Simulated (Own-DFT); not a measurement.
## Calculated data, Hf36O71 (tetragonal hafnia with one neutral oxygen vacancy, atoms displaced)

Computed with Own-DFT development build. A calculation, not a measurement: plane-wave PBE and HSE06 DFT by an unreviewed code, no spin, of a simulated cell at Gamma alone, so results move with cell size and shape, stress positive in tension, energies less offsets, not probed for a lower state with spin; hafnium file: forces about 75 meV/angstrom off all-electron values; oxygen file: force components 24 meV/angstrom off all-electron in a glass; k mesh not checked against a denser one; forces and stress are PBE's, HSE06 gives the energy alone, and its difference from PBE has offsets of its own; offsets are fitted by least squares, one for each functional and potential file, so energies compare only between cells with the same atoms and settings and are not formation energies; the far tail of each file's local potential was reset to the Coulomb form; each entry is a single point on an unrelaxed cell, so the pressure reflects the starting lattice, taken from the Materials Project, from which strain is counted, and rises with the displacements; printed positions are rounded, which can move forces by about a meV/angstrom; the program is a retired in-house code; no spin-orbit coupling.

Common to all runs: first functional PBE; second functional HSE06; exact exchange share 0.25; screening 0.11 1/bohr; exchange divergence Gygi-Baldereschi; potential files PseudoDojo norm-conserving, scalar-relativistic, made for PBE, standard set; wave cutoff 48 hartree; occupations fixed; k mesh 1 x 1 x 1 centred on Gamma.

(1) 
```cif
# cell vector a (Å): 10.7800 0.0000 0.0000
# cell vector b (Å): 0.0000 10.7800 0.0000
# cell vector c (Å): 0.0000 0.0000 10.4493
data_Hf36O71
_symmetry_space_group_name_H-M 'P 1'
_symmetry_Int_Tables_number 1
_cell_length_a 10.7800
_cell_length_b 10.7800
_cell_length_c 10.4493
_cell_angle_alpha 90.000
_cell_angle_beta 90.000
_cell_angle_gamma 90.000
_cell_volume 1214.30
loop_
_atom_site_label
_atom_site_type_symbol
_atom_site_fract_x
_atom_site_fract_y
_atom_site_fract_z
_atom_site_occupancy
Hf1 Hf 0.00694 0.00494 0.00147 1
Hf2 Hf 0.17407 0.17339 0.25017 1
O1 O 0.00460 0.16523 0.15276 1
O2 O 0.16647 0.00004 0.35111 1
O3 O 0.99389 0.15912 0.41530 1
O4 O 0.16636 0.00696 0.10205 1
Hf3 Hf 0.00133 0.99213 0.50245 1
Hf4 Hf 0.16936 0.16844 0.76043 1
O5 O 0.98983 0.15718 0.65322 1
O6 O 0.17080 0.01157 0.85116 1
O7 O 0.99587 0.16611 0.90975 1
O8 O 0.16943 0.01061 0.60180 1
Hf5 Hf 0.99682 0.30946 0.00587 1
Hf6 Hf 0.16787 0.50613 0.24147 1
O9 O 0.00330 0.50354 0.15119 1
O10 O 0.17082 0.33300 0.34257 1
O11 O 0.99535 0.49674 0.41231 1
O12 O 0.17783 0.33958 0.08923 1
Hf7 Hf 0.99869 0.31927 0.51150 1
Hf8 Hf 0.15371 0.51088 0.75433 1
O13 O 0.00261 0.50355 0.65257 1
O14 O 0.15953 0.31314 0.85221 1
O15 O 0.00185 0.49872 0.90148 1
O16 O 0.16119 0.34659 0.58543 1
Hf9 Hf 0.01008 0.66119 0.99909 1
Hf10 Hf 0.16749 0.84318 0.25489 1
O17 O 0.00907 0.83071 0.14725 1
O18 O 0.15689 0.66897 0.35845 1
O19 O 0.00445 0.82910 0.39929 1
O20 O 0.17406 0.66786 0.09894 1
Hf11 Hf 0.01404 0.66276 0.52062 1
Hf12 Hf 0.16455 0.82591 0.73436 1
O21 O 0.00867 0.83777 0.65153 1
O22 O 0.16808 0.66644 0.85376 1
O23 O 0.98511 0.82827 0.90310 1
O24 O 0.16700 0.66102 0.58651 1
Hf13 Hf 0.32395 0.00469 0.00820 1
Hf14 Hf 0.50061 0.16750 0.26675 1
O25 O 0.32591 0.16940 0.17205 1
O26 O 0.49970 0.98371 0.34714 1
O27 O 0.33341 0.17296 0.39931 1
O28 O 0.50351 0.99724 0.08057 1
Hf15 Hf 0.32597 0.01071 0.50716 1
Hf16 Hf 0.50658 0.16838 0.75684 1
O29 O 0.34742 0.16622 0.64981 1
O30 O 0.50277 0.99936 0.83871 1
O31 O 0.33008 0.16612 0.90226 1
O32 O 0.49282 0.99767 0.59092 1
Hf17 Hf 0.32821 0.32341 0.99360 1
Hf18 Hf 0.48560 0.51390 0.25008 1
O33 O 0.33868 0.50714 0.14766 1
O34 O 0.49601 0.32657 0.33588 1
O35 O 0.35140 0.50660 0.40809 1
O36 O 0.49968 0.34242 0.09955 1
Hf19 Hf 0.34786 0.34115 0.49380 1
Hf20 Hf 0.49608 0.50035 0.74822 1
O37 O 0.34176 0.50714 0.64411 1
O38 O 0.51270 0.33467 0.84199 1
O39 O 0.32544 0.50496 0.90301 1
O40 O 0.50917 0.33288 0.60844 1
Hf21 Hf 0.33532 0.65463 0.99940 1
Hf22 Hf 0.49869 0.84088 0.24975 1
O41 O 0.32604 0.84251 0.14969 1
O42 O 0.49469 0.66710 0.33248 1
O43 O 0.34808 0.84277 0.40752 1
O44 O 0.49494 0.66430 0.10674 1
Hf23 Hf 0.33712 0.65483 0.49232 1
Hf24 Hf 0.50314 0.83253 0.75429 1
O45 O 0.33826 0.83539 0.65187 1
O46 O 0.48746 0.66356 0.84851 1
O47 O 0.32172 0.82856 0.89725 1
O48 O 0.49224 0.66064 0.58713 1
Hf25 Hf 0.67585 0.00997 0.99873 1
Hf26 Hf 0.83867 0.16204 0.24876 1
O49 O 0.67944 0.17459 0.15365 1
O50 O 0.82729 0.00747 0.34657 1
O51 O 0.65896 0.16129 0.39628 1
O52 O 0.83956 0.00523 0.10446 1
Hf27 Hf 0.67327 0.99777 0.49296 1
Hf28 Hf 0.83883 0.16567 0.74842 1
O53 O 0.65680 0.17002 0.65511 1
O54 O 0.66088 0.17081 0.90404 1
O55 O 0.84145 0.01096 0.58752 1
Hf29 Hf 0.66683 0.33280 0.00455 1
Hf30 Hf 0.82672 0.49402 0.25118 1
O56 O 0.67007 0.50409 0.15863 1
O57 O 0.84017 0.33605 0.35586 1
O58 O 0.66335 0.49621 0.39781 1
O59 O 0.81501 0.32365 0.09747 1
Hf31 Hf 0.67195 0.33817 0.49797 1
Hf32 Hf 0.82432 0.49212 0.74786 1
O60 O 0.66924 0.49439 0.64933 1
O61 O 0.84322 0.31895 0.83986 1
O62 O 0.67195 0.50317 0.90400 1
O63 O 0.83424 0.33429 0.58550 1
Hf33 Hf 0.66049 0.68212 0.00101 1
Hf34 Hf 0.83089 0.83391 0.23698 1
O64 O 0.66378 0.83630 0.15791 1
O65 O 0.81297 0.66434 0.34995 1
O66 O 0.66569 0.83468 0.40696 1
O67 O 0.82275 0.66509 0.09877 1
Hf35 Hf 0.66919 0.66746 0.50286 1
Hf36 Hf 0.83115 0.82514 0.75143 1
O68 O 0.65954 0.82200 0.65185 1
O69 O 0.83425 0.66346 0.85570 1
O70 O 0.66532 0.83515 0.90646 1
O71 O 0.82563 0.66824 0.60171 1
_calc_PBE_energy_of_cell_above_offsets '-87.539'  # eV
_calc_HSE06_less_PBE_above_offsets '0.444'  # eV
_calc_PBE_pressure 6.65  # GPa
_calc_PBE_stress_xx -6.96  # GPa
_calc_PBE_stress_yy -6.31  # GPa
_calc_PBE_stress_zz -6.69  # GPa
_calc_PBE_stress_yz -2.21  # GPa
_calc_PBE_stress_xz -1.38  # GPa
_calc_PBE_stress_xy -0.13  # GPa
```

Force:
| element | x (eV/Å) | y (eV/Å) | z (eV/Å) |
| --- | --- | --- | --- |
| Hf | -0.694 | -3.24 | -0.117 |
| Hf | -2.627 | -0.756 | 2.85 |
| O | 0.091 | 1.057 | -0.618 |
| O | 0.041 | 1.363 | 0.106 |
| O | 0.52 | 0.245 | -1.368 |
| O | -0.712 | 0.241 | 0.328 |
| Hf | 1.053 | 0.227 | -1.318 |
| Hf | 1.248 | -2.686 | -4.73 |
| O | 3.088 | 1.343 | 0.816 |
| O | -1.057 | -2.298 | 0.888 |
| O | -0.4 | -2.729 | -2.027 |
| O | -1.515 | -0.73 | 0.671 |
| Hf | -0.297 | 5.463 | 1.202 |
| Hf | -1.735 | 0.207 | 1.134 |
| O | -0.415 | -0.285 | 0.098 |
| O | 0.185 | 1.534 | -0.461 |
| O | 0.592 | 0.567 | 0.222 |
| O | -2.62 | -0.405 | 1.12 |
| Hf | 0.416 | 1.615 | -3.338 |
| Hf | 1.69 | -2.672 | 0.24 |
| O | -1.585 | 0.575 | 0.917 |
| O | -0.132 | 4.891 | 1.087 |
| O | 0.702 | -1.218 | -0.165 |
| O | 2.645 | -0.522 | 1.631 |
| Hf | -1.922 | 0.392 | 0.985 |
| Hf | 0.089 | -1.818 | 0.474 |
| O | -1.01 | 0.375 | 0.11 |
| O | 1.417 | -0.826 | -1.579 |
| O | -0.823 | 0.463 | 0.812 |
| O | -0.712 | -0.803 | 0.329 |
| Hf | -6.606 | -1.109 | -6.495 |
| Hf | 5.035 | 1.792 | 3.341 |
| O | -2.822 | -0.581 | -0.776 |
| O | -1.302 | 0.628 | -1.327 |
| O | 0.464 | 1.593 | -0.334 |
| O | 4.515 | 0.377 | 4.889 |
| Hf | 2.073 | -3.237 | -1.702 |
| Hf | 1.174 | -2.291 | -2.275 |
| O | 3.891 | -0.454 | -3.777 |
| O | 0.691 | 5.241 | 0.421 |
| O | 0.29 | -0.53 | 0.82 |
| O | -0.571 | 0.581 | 1.032 |
| Hf | 2.391 | -1.347 | -0.6 |
| Hf | -0.548 | -0.764 | -1.426 |
| O | -2.478 | 0.927 | 0.641 |
| O | 0.119 | -0.318 | 0.692 |
| O | 0.606 | -0.292 | 0.177 |
| O | 2.03 | -0.109 | -0.116 |
| Hf | 3.044 | 2.454 | 0.578 |
| Hf | 4.534 | -2.97 | -1.525 |
| O | -2.833 | -0.372 | 0.044 |
| O | -0.461 | 3.051 | 2.606 |
| O | -0.447 | -3.78 | -3.261 |
| O | -0.883 | -1.17 | -1.196 |
| Hf | -0.824 | -1.874 | 2.056 |
| Hf | 1.02 | -0.479 | -0.125 |
| O | -2.296 | -0.848 | 0.855 |
| O | -1.348 | 0.952 | 1.181 |
| O | -0.213 | -3.821 | -1.48 |
| O | -1.282 | 0.965 | -2.37 |
| Hf | 0.57 | 3.538 | 0.441 |
| Hf | -1.735 | -2.223 | -0.979 |
| O | 0.867 | 0.451 | 0.402 |
| O | 0.088 | 2.448 | 2.666 |
| O | -1.692 | -1.752 | -0.197 |
| O | 0.724 | 0.52 | -1.908 |
| Hf | 0.128 | 6.106 | 1.359 |
| Hf | -2.311 | 1.141 | -0.847 |
| O | -1.881 | -0.486 | 0.41 |
| O | 1.113 | 0.363 | 0.119 |
| O | 0.276 | 1.12 | 1.15 |
| O | 2.347 | 0.041 | 0.792 |
| Hf | -1.322 | 0.004 | 0.229 |
| Hf | -0.821 | 1.57 | 1.34 |
| O | -2.76 | -1.615 | -0.028 |
| O | 0.138 | -2.235 | -0.139 |
| O | -0.1 | 1.064 | 0.682 |
| O | 0.185 | -0.529 | -1.236 |
| Hf | -1.874 | 0.425 | 1.082 |
| Hf | -3.109 | -2.601 | -0.713 |
| O | 3.318 | -0.577 | -0.584 |
| O | 0.767 | -0.826 | 0.136 |
| O | -2.427 | -1.339 | 1.349 |
| Hf | -3.652 | 1.658 | -0.683 |
| Hf | 0.525 | 1.954 | 1.002 |
| O | -1.683 | -0.495 | -0.506 |
| O | -0.636 | -1.743 | -1.389 |
| O | -0.52 | -0.042 | 1.097 |
| O | 6.006 | 0.864 | 0.653 |
| Hf | -0.894 | -0.757 | -0.456 |
| Hf | 0.596 | 1.169 | 1.584 |
| O | -0.747 | 0.355 | -0.006 |
| O | -0.05 | 2.86 | 1.009 |
| O | 0.235 | -0.084 | -0.354 |
| O | -0.852 | 0.268 | 2.967 |
| Hf | 0.754 | -3.851 | 1.601 |
| Hf | 0.997 | -1.916 | 2.062 |
| O | 0.632 | 0.157 | -1.247 |
| O | 0.523 | 0.614 | -0.915 |
| O | 0.212 | -0.493 | -0.32 |
| O | 1.779 | 1.216 | -0.211 |
| Hf | -0.145 | -0.026 | -1.763 |
| Hf | -0.02 | -0.497 | 0.792 |
| O | 1.499 | 0.529 | 0.542 |
| O | -0.249 | 0.088 | -1.706 |
| O | 0.637 | 1.564 | -1.26 |
| O | 2.071 | 0.218 | 1.136 |

(2) 
```cif
# cell vector a (Å): 10.7800 0.0000 0.0000
# cell vector b (Å): 0.0000 10.7800 0.0000
# cell vector c (Å): 0.0000 0.0000 10.4493
data_Hf36O71
_symmetry_space_group_name_H-M 'P 1'
_symmetry_Int_Tables_number 1
_cell_length_a 10.7800
_cell_length_b 10.7800
_cell_length_c 10.4493
_cell_angle_alpha 90.000
_cell_angle_beta 90.000
_cell_angle_gamma 90.000
_cell_volume 1214.30
loop_
_atom_site_label
_atom_site_type_symbol
_atom_site_fract_x
_atom_site_fract_y
_atom_site_fract_z
_atom_site_occupancy
Hf1 Hf 0.00538 0.00132 0.99684 1
Hf2 Hf 0.16975 0.16874 0.23885 1
O1 O 0.00663 0.16396 0.15191 1
O2 O 0.16633 0.00933 0.34335 1
O3 O 0.99850 0.16532 0.40064 1
O4 O 0.15228 0.99026 0.09570 1
Hf3 Hf 0.00741 0.99644 0.48165 1
Hf4 Hf 0.17132 0.17888 0.76090 1
O5 O 0.99591 0.18314 0.63936 1
O6 O 0.16636 0.00045 0.84019 1
O7 O 0.99673 0.17025 0.91230 1
O8 O 0.16352 0.99720 0.60024 1
Hf5 Hf 0.00281 0.33926 0.98867 1
Hf6 Hf 0.16308 0.49769 0.26005 1
O9 O 0.98715 0.50325 0.16223 1
O10 O 0.16183 0.32924 0.34962 1
O11 O 0.00616 0.48668 0.40971 1
O12 O 0.17012 0.33625 0.11019 1
Hf7 Hf 0.00901 0.32164 0.51335 1
Hf8 Hf 0.15079 0.50604 0.75516 1
O13 O 0.99574 0.50541 0.64831 1
O14 O 0.18041 0.34292 0.82830 1
O15 O 0.98288 0.51142 0.90820 1
O16 O 0.16243 0.32923 0.60197 1
Hf9 Hf 0.00138 0.66525 0.99399 1
Hf10 Hf 0.17543 0.83114 0.23378 1
O17 O 0.01710 0.84347 0.14632 1
O18 O 0.15317 0.66237 0.35109 1
O19 O 0.01136 0.81922 0.39880 1
O20 O 0.16133 0.67103 0.09811 1
Hf11 Hf 0.00680 0.66874 0.49325 1
Hf12 Hf 0.17230 0.82812 0.75468 1
O21 O 0.00097 0.83917 0.65450 1
O22 O 0.15812 0.67309 0.85709 1
O23 O 0.99884 0.84327 0.91292 1
O24 O 0.16946 0.65918 0.58876 1
Hf13 Hf 0.34079 0.99784 0.98646 1
Hf14 Hf 0.50449 0.17342 0.24837 1
O25 O 0.32318 0.16509 0.16214 1
O26 O 0.49402 0.98840 0.35149 1
O27 O 0.33428 0.17300 0.39613 1
O28 O 0.51286 0.00216 0.10536 1
Hf15 Hf 0.33094 0.99276 0.50053 1
Hf16 Hf 0.49387 0.17929 0.76387 1
O29 O 0.33519 0.16165 0.65714 1
O30 O 0.50770 0.00832 0.85777 1
O31 O 0.33045 0.17262 0.91279 1
O32 O 0.49959 0.01266 0.59557 1
Hf17 Hf 0.33242 0.33688 0.99820 1
Hf18 Hf 0.50173 0.51025 0.23820 1
O33 O 0.33647 0.50032 0.14881 1
O34 O 0.50223 0.32380 0.34685 1
O35 O 0.32509 0.50609 0.39514 1
O36 O 0.50201 0.34032 0.08877 1
Hf19 Hf 0.33353 0.34593 0.49554 1
Hf20 Hf 0.50657 0.50308 0.75285 1
O37 O 0.33468 0.50004 0.64759 1
O38 O 0.50010 0.32214 0.84254 1
O39 O 0.34200 0.48574 0.88665 1
O40 O 0.50409 0.32549 0.58450 1
Hf21 Hf 0.34408 0.66110 0.99131 1
Hf22 Hf 0.49223 0.83041 0.27202 1
O41 O 0.33230 0.82125 0.15650 1
O42 O 0.49965 0.67283 0.34046 1
O43 O 0.34054 0.83460 0.40462 1
O44 O 0.50358 0.66294 0.10115 1
Hf23 Hf 0.33268 0.66439 0.49472 1
Hf24 Hf 0.50025 0.83507 0.74734 1
O45 O 0.32809 0.82965 0.66638 1
O46 O 0.49352 0.66727 0.86390 1
O47 O 0.34262 0.83446 0.90122 1
O48 O 0.49515 0.68771 0.58621 1
Hf25 Hf 0.66900 0.98588 0.00056 1
Hf26 Hf 0.84865 0.17374 0.23520 1
O49 O 0.65772 0.16205 0.14931 1
O50 O 0.82940 0.00023 0.35201 1
O51 O 0.66670 0.16761 0.39749 1
Hf27 Hf 0.66261 0.01012 0.48609 1
Hf28 Hf 0.84259 0.16986 0.76555 1
O52 O 0.68070 0.16489 0.65284 1
O53 O 0.81776 0.00204 0.84710 1
O54 O 0.66217 0.16391 0.90751 1
O55 O 0.83599 0.01034 0.59609 1
Hf29 Hf 0.66329 0.33168 0.99886 1
Hf30 Hf 0.83111 0.48867 0.25259 1
O56 O 0.67282 0.49671 0.14284 1
O57 O 0.83778 0.34111 0.35068 1
O58 O 0.66742 0.50437 0.39901 1
O59 O 0.83674 0.33150 0.08979 1
Hf31 Hf 0.66189 0.34946 0.51005 1
Hf32 Hf 0.84028 0.49934 0.74708 1
O60 O 0.68122 0.50848 0.63617 1
O61 O 0.83856 0.32525 0.84706 1
O62 O 0.66944 0.50547 0.90336 1
O63 O 0.83174 0.32252 0.58557 1
Hf33 Hf 0.67276 0.65801 0.99757 1
Hf34 Hf 0.82711 0.83040 0.25024 1
O64 O 0.69101 0.82643 0.15697 1
O65 O 0.82834 0.67229 0.34333 1
O66 O 0.67122 0.83158 0.41216 1
O67 O 0.82415 0.65456 0.10008 1
Hf35 Hf 0.66344 0.66968 0.49602 1
Hf36 Hf 0.82419 0.83996 0.75669 1
O68 O 0.66981 0.82502 0.64922 1
O69 O 0.82868 0.67061 0.84115 1
O70 O 0.65946 0.82947 0.91064 1
O71 O 0.83519 0.66062 0.60905 1
_calc_PBE_energy_of_cell_above_offsets '-83.675'  # eV
_calc_HSE06_less_PBE_above_offsets '0.784'  # eV
_calc_PBE_pressure 6.91  # GPa
_calc_PBE_stress_xx -4.14  # GPa
_calc_PBE_stress_yy -10.61  # GPa
_calc_PBE_stress_zz -5.98  # GPa
_calc_PBE_stress_yz -1  # GPa
_calc_PBE_stress_xz -0.37  # GPa
_calc_PBE_stress_xy -0.18  # GPa
```

Force:
| element | x (eV/Å) | y (eV/Å) | z (eV/Å) |
| --- | --- | --- | --- |
| Hf | -2.123 | -0.809 | 1.659 |
| Hf | -1.423 | -0.076 | 4.106 |
| O | -0.388 | 0.336 | -1.719 |
| O | 0.477 | -2.08 | 0.152 |
| O | -0.33 | 0.208 | -0.976 |
| O | 5.315 | 1.288 | -0.242 |
| Hf | -1.623 | -0.451 | 1.998 |
| Hf | -0.279 | -3.96 | -4.738 |
| O | 1.505 | -1.873 | 4.333 |
| O | 0.788 | 0.614 | 1.172 |
| O | 1.275 | 0.801 | -1.779 |
| O | 0.843 | 0.06 | -1.066 |
| Hf | -1.406 | -0.374 | 3.54 |
| Hf | -1.737 | -0.345 | -0.342 |
| O | 3.288 | -0.357 | -1.589 |
| O | 0.956 | 0.578 | 0.225 |
| O | 0.27 | 2.235 | -0.292 |
| O | -0.777 | 0.694 | -3.051 |
| Hf | -3.127 | 0.314 | -4.023 |
| Hf | 1.802 | 1.652 | -3.337 |
| O | 1.463 | -0.911 | 1.729 |
| O | -1.403 | 0.8 | 4.007 |
| O | 1.327 | -3.632 | -2.493 |
| O | 3.669 | 0.929 | 0.903 |
| Hf | -1.298 | 4.449 | 4.071 |
| Hf | -4.01 | 0.381 | 2.637 |
| O | -4.079 | -1.107 | 0.508 |
| O | 1.96 | 0.4 | -1.038 |
| O | -0.317 | 3.324 | -0.476 |
| O | 1.247 | -1.168 | -0.73 |
| Hf | -2.405 | -1.593 | 0.842 |
| Hf | -3.806 | 2.901 | -1.434 |
| O | 0.301 | -1.081 | 0.855 |
| O | 0.669 | -2.293 | -0.359 |
| O | -0.498 | -2.357 | -1.835 |
| O | 0.479 | 0.072 | 1.984 |
| Hf | 0.425 | 0.431 | 2.699 |
| Hf | -0.739 | -2.357 | 1.044 |
| O | 4.37 | -0.238 | -3.264 |
| O | 0.482 | 2.857 | 0.68 |
| O | 0.036 | -0.602 | 1.959 |
| O | -2.775 | -1.273 | -0.813 |
| Hf | -0.253 | 4.049 | 0.622 |
| Hf | 2.66 | -8.308 | -6.144 |
| O | -1.252 | 0.918 | 1.12 |
| O | -1.642 | -1.415 | -0.643 |
| O | -0.41 | -0.575 | -0.973 |
| O | -0.551 | -1.815 | 0.413 |
| Hf | 0.013 | 0.39 | 2.579 |
| Hf | 1.251 | -1.527 | 0.269 |
| O | -0.612 | 0.298 | -0.618 |
| O | -0.378 | 4.046 | -0.271 |
| O | 0.927 | -0.407 | -0.29 |
| O | -1.38 | -0.264 | 0.419 |
| Hf | -0.623 | -3.119 | -0.407 |
| Hf | -0.903 | -0.142 | -0.579 |
| O | 0.856 | 0.203 | 0.447 |
| O | 0.718 | 8.371 | 2.928 |
| O | 0.102 | 2.406 | 0.874 |
| O | -2.612 | 0.858 | 2.728 |
| Hf | -0.801 | 0.079 | 2.334 |
| Hf | 1.26 | 2.92 | -4.612 |
| O | 3.104 | 0.314 | -1.827 |
| O | -0.056 | -4.079 | 2.323 |
| O | -0.908 | -1.698 | -0.117 |
| O | -0.077 | -0.217 | -0.375 |
| Hf | -1.15 | 0.12 | 0.632 |
| Hf | 1.213 | 1.311 | -0.325 |
| O | 1.771 | 0.125 | -1.784 |
| O | 0.307 | -0.88 | -2.842 |
| O | -0.479 | -0.769 | 0.285 |
| O | 0.114 | -1.147 | 1.46 |
| Hf | 0.836 | 3.108 | 1.478 |
| Hf | -2.837 | -0.834 | 2.904 |
| O | 2.749 | 1.364 | -0.229 |
| O | 0.663 | -0.115 | -1.967 |
| O | -0.757 | 1.094 | -0.482 |
| Hf | 2.177 | 0.915 | 2.783 |
| Hf | -2.214 | -3.321 | -5.65 |
| O | -2.13 | 0.787 | 1.47 |
| O | 0.543 | -0.211 | 1.248 |
| O | 0.335 | 1.169 | 0.285 |
| O | 0.375 | -1.334 | -0.498 |
| Hf | 1.495 | -1.51 | 0.339 |
| Hf | -0.454 | 2.742 | 0.588 |
| O | -1.867 | -0.671 | 0.6 |
| O | -0.551 | -2.547 | -0.957 |
| O | -1.265 | 0.258 | -0.808 |
| O | 0.34 | -0.461 | 0.081 |
| Hf | 3.648 | -2.977 | -2.689 |
| Hf | -1.514 | 1.59 | -1.321 |
| O | -3.234 | -0.943 | 2.347 |
| O | 0.165 | 4.155 | 1.245 |
| O | -0.893 | -3.012 | -2.615 |
| O | -0.003 | 1.877 | 1.817 |
| Hf | 0.663 | 2.004 | 2.007 |
| Hf | 6.111 | 1.201 | 2.561 |
| O | -6.731 | 1.089 | -3.134 |
| O | 0.254 | -2.128 | 1.124 |
| O | -0.852 | 0.728 | -1.655 |
| O | 2.433 | 0.753 | -1.371 |
| Hf | 3.283 | -0.026 | 0.979 |
| Hf | 2.005 | -0.127 | -3.026 |
| O | -1.427 | 0.256 | 1.586 |
| O | 0.095 | -0.608 | 1.368 |
| O | -0.237 | -1.138 | -1.626 |
| O | 0.185 | 0.442 | -1.914 |
